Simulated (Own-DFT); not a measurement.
# Point defects and the pressure they add: C40 NbSi2

No measurement is shown. These are fixed-geometry runs of a retired plane-wave code named Own-DFT, which no person has reviewed; spin and spin-orbit coupling are neglected.

Common settings: PBE; PseudoDojo norm-conserving scalar-relativistic files; cutoff 42 hartree; 4 x 4 x 5 k mesh centred on Gamma; cold (Marzari-Vanderbilt) smearing of 0.2 eV.

Known weak points: forces on such cells failed a check on a denser k mesh; stress not checked against mesh or cutoff.

All runs share one cell, with vectors in Å (0.000, 8.324, 0.000); (-9.613, 0.000, 0.000); (0.000, 0.000, 6.586) and a volume of 527.0 Å³. The atoms are randomly displaced, by u rms on each axis. The defect's site can differ from row to row.

```
cell,formula,u (Å),P (GPa)
no defect,Nb12Si24,0.0219,1.52
no defect,Nb12Si24,0.0491,2.63
no defect,Nb12Si24,0.0513,2.92
two Nb on a Si site each,Nb14Si22,0.0294,7.53
two Nb on a Si site each,Nb14Si22,0.0319,7.39
two Nb on a Si site each,Nb14Si22,0.0469,8.25
two Nb vacancies,Nb10Si24,0.0309,-0.27
two Nb vacancies,Nb10Si24,0.0311,0.10
two Nb vacancies,Nb10Si24,0.0456,0.43
two Si on a Nb site each,Nb10Si26,0.0273,1.72
two Si on a Nb site each,Nb10Si26,0.0319,1.61
two Si on a Nb site each,Nb10Si26,0.0511,2.57
one Si vacancy,Nb12Si23,0.0272,0.79
one Si vacancy,Nb12Si23,0.0317,1.06
one Si vacancy,Nb12Si23,0.0457,1.55
one Si vacancy,Nb12Si23,0.0536,?
```

## Analysis

P = P0 + c u² + a shift for each defect gives P0 = 1.32 GPa, c = 560 ± 50 GPa/Å² and a scatter of 0.14 GPa. The shifts, and each times the cell's volume:

- two Nb on a Si site each: 5.64 ± 0.12 GPa, 18.6 eV (9.3 eV for each of its 2 sites)
- two Si on a Nb site each: -0.18 ± 0.12 GPa, -0.6 eV (-0.3 eV for each of its 2 sites) (not resolved)
- one Si vacancy: -0.91 ± 0.12 GPa, -3.0 eV
- two Nb vacancies: -1.98 ± 0.12 GPa, -6.5 eV (-3.3 eV for each of its 2 sites)

A positive shift means that the defect pushes the cell outwards. Shift times volume (160.2 GPa Å³ is 1 eV) depends little on the cell's size, so, taken for each site, it can be compared between cells at like pressure. The atoms around the defects weren't relaxed, which would change these numbers.

## Withheld run

The question: what pressure belongs in the blank (one Si vacancy, u = 0.0536 Å)?

The fit gives 2.03 ± 0.18 GPa. Computed: 2.13 GPa.
